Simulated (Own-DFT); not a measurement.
# Wall times of self-consistent runs

Wall times of single-point runs (energy, forces and, in most, stress) with one build of Own-DFT, an in-house plane-wave density functional program, since retired. Each ran alone on one NVIDIA H200 card, with norm-conserving files, no spin and no use of crystal symmetry. The k points are those left after time reversal, where it was used. Plane waves for each k point are estimated as V (2 E)^(3/2) / (6 π²) in atomic units.

| cell | atoms | valence electrons | cutoff (hartree) | volume (Å³) | k mesh | k points | plane waves | time (s) |
|---|---|---|---|---|---|---|---|---|
| As4In4 | 8 | 112 | 42 | 222 | 6x6x6 | 112 | 19500 | 237 |
| In32P30 | 62 | 566 | 36 | 1617 | 3x3x3 | 14 | 112600 | 1172 |
| In31P33 | 64 | 568 | 36 | 1617 | 3x3x3 | 14 | 112600 | 1170 |
| Ga32P30 | 62 | 566 | 42 | 1295 | 3x3x3 | 14 | 113600 | 1103 |
| Ga31P33 | 64 | 568 | 42 | 1295 | 3x3x3 | 14 | 113600 | 1049 |
| Ga31InP32 | 64 | 576 | 42 | 1295 | 3x3x3 | 14 | 113600 | 987 |
| Ga24In8P32 | 64 | 576 | 42 | 1393 | 3x3x3 | 14 | 122200 | 1150 |
| Al24As32Ga8 | 64 | 656 | 42 | 1450 | 3x3x3 | 14 | 127200 | 1222 |
| As32In30 | 62 | 870 | 42 | 1779 | 3x3x3 | 14 | 156100 | 2807 |
| As32GaIn31 | 64 | 896 | 42 | 1779 | 3x3x3 | 14 | 156100 | 2172 |
| Ga48P46 | 94 | 854 | 42 | 1943 | 2x3x3 | 10 | 170500 | ? |

## Worked fit

Take the size N = k points x plane waves x valence electrons. A line through log(time) against log(N) has a slope of 1.12 ± 0.07 and a scatter of a factor 1.12. Part of the scatter may come from the number of self-consistent steps, which isn't shown. Times belong to this build alone.

## Withheld run

Question: how long should the last run take? Its N is 1.46e+09.

The line gives about 1801 s. It took 2046 s.
